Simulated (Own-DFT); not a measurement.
# Energy and forces against displacement in 6H (3C twinned every three layers) SiC, 48 atoms (C24Si24)

These are calculations, not measurements. They come from Own-DFT, an in-house plane-wave density functional program, since retired, whose code no person has reviewed. Each row is one single-point run on a periodic cell that was not relaxed, without spin or spin-orbit coupling.

Settings of every run: PBE; PseudoDojo norm-conserving scalar-relativistic files; cutoff 42 hartree; 5 x 5 x 2 k mesh centred on Gamma; Fermi-Dirac smearing of 0.1 eV.

Known limits, some of them of some rows only: some atoms lie very close together; forces on such cells passed a denser k mesh, each cell not checked; stress not checked against mesh or cutoff.

Cell vectors in Å: (4.360, -4.360, 0.000); (0.000, 4.360, -4.360); (8.719, 8.719, 8.719). In each run every atom was moved at random and independently from its ideal site; u is the rms move along one axis. E is the free energy for each atom above the fitted value at u = 0, and F the rms of the force components.

| run | u (Å) | E (meV/atom) | F (eV/Å) | largest force (eV/Å) | P (GPa) |
|---|---|---|---|---|---|
| 1 | 0.0274 | 28.6 | 0.787 | 2.48 | 3.71 |
| 2 | 0.0292 | 30.9 | 0.810 | 2.80 | 3.67 |
| 3 | 0.0303 | 37.2 | 0.929 | 3.01 | 3.81 |
| 4 | 0.0570 | 111.7 | 1.536 | 5.28 | 5.16 |
| 5 | 0.0622 | 146.4 | 1.820 | 5.87 | 6.38 |
| 6 | 0.0647 | ? | ? | ? | ? |
| 7 | 0.0957 | 349.4 | 3.525 | 21.23 | 10.48 |
| 8 | 0.1020 | 411.9 | 3.414 | 12.15 | 12.45 |
| 9 | 0.1124 | 460.1 | 3.267 | 11.57 | 13.54 |

## Worked fit

For small independent moves the energy grows as E = (3/2) K u², with K the mean stiffness felt by one atom. The runs with u up to 0.11 Å give K = 25.2 ± 0.8 eV/Å², with residuals divided by u² + 0.0006 Å², since the noise grows with the moves. The scatter is 5.5 meV/atom at u = 0.05 Å. The forces follow F = G u with G = 30.7 eV/Å²; no force at u = 0 is resolved. G exceeds K because the moves of its neighbours add to the force on an atom, and stiffness differs between atoms. The pressure follows P = 2.86 + 877 u² GPa: at fixed volume, shortened bonds push harder than stretched ones pull.

## Withheld run

Question: what energy and rms force should run 6 give?

The fit gives 158 ± 10 meV/atom and about 1.99 eV/Å. The calculation gave 168.7 meV/atom and 2.063 eV/Å.
